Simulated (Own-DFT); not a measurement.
# A change of arrangement and its cost: As32Ga32, 64 atoms

These are calculations, not measurements. They come from Own-DFT, an in-house plane-wave density functional program, since retired, whose code no person has reviewed. Each row is one single-point run on a periodic cell that was not relaxed, without spin or spin-orbit coupling.

Settings of every run: PBE; PseudoDojo norm-conserving scalar-relativistic files; cutoff 42 hartree; 3 x 3 x 3 k mesh centred on Gamma; Fermi-Dirac smearing of 0.1 eV.

Known limits, some of them of some rows only: not probed for a lower state with spin; forces on such cells failed a check on a denser k mesh; forces not confirmed at this smearing and k mesh; stress not checked against mesh or cutoff.

All cells hold the same atoms in the same cell, with vectors in Å (11.307, 0.000, 0.000); (0.000, 11.307, 0.000); (0.000, 0.000, 11.307). Every atom was moved at random from its ideal site; u is the rms move along one axis. The defect's site can differ from row to row. E is the free energy of the cell above the lowest run. The arrangements:

- A: zincblende GaAs
- B: zincblende GaAs, with one As on a Ga site and one Ga on an As site, 2.4 Å apart

```
arrangement   u (Å)  E (eV)  P (GPa)
          A  0.0194   0.000     3.51
          A  0.0195   0.029     3.51
          A  0.0205   0.035     3.51
          A  0.0467   2.110     3.97
          A  0.0528   2.493     4.02
          A  0.0542   2.776     4.11
          B  0.0289   3.174     3.96
          B  0.0298   3.123     3.94
          B  0.0326   3.300     3.99
          B  0.0499   4.624     4.25
          B  0.0517   5.136     4.37
          B  0.0538   4.751     4.24
```

Question: once the cost of the random moves is taken out, how do the arrangements rank?

## Worked answer

Fit E = a + b u², with one b for all and one a for each arrangement, and with residuals divided by u², since the noise grows with the moves. Then b = 1031 eV/Å², the scatter at u = 0.04 Å is 0.13 eV, and against A:

- B: 2.61 ± 0.05 eV (higher)

These are energies of unrelaxed cells. Relaxing the atoms lowers the strained arrangements most, so the gaps would shrink and small ones could change sign.
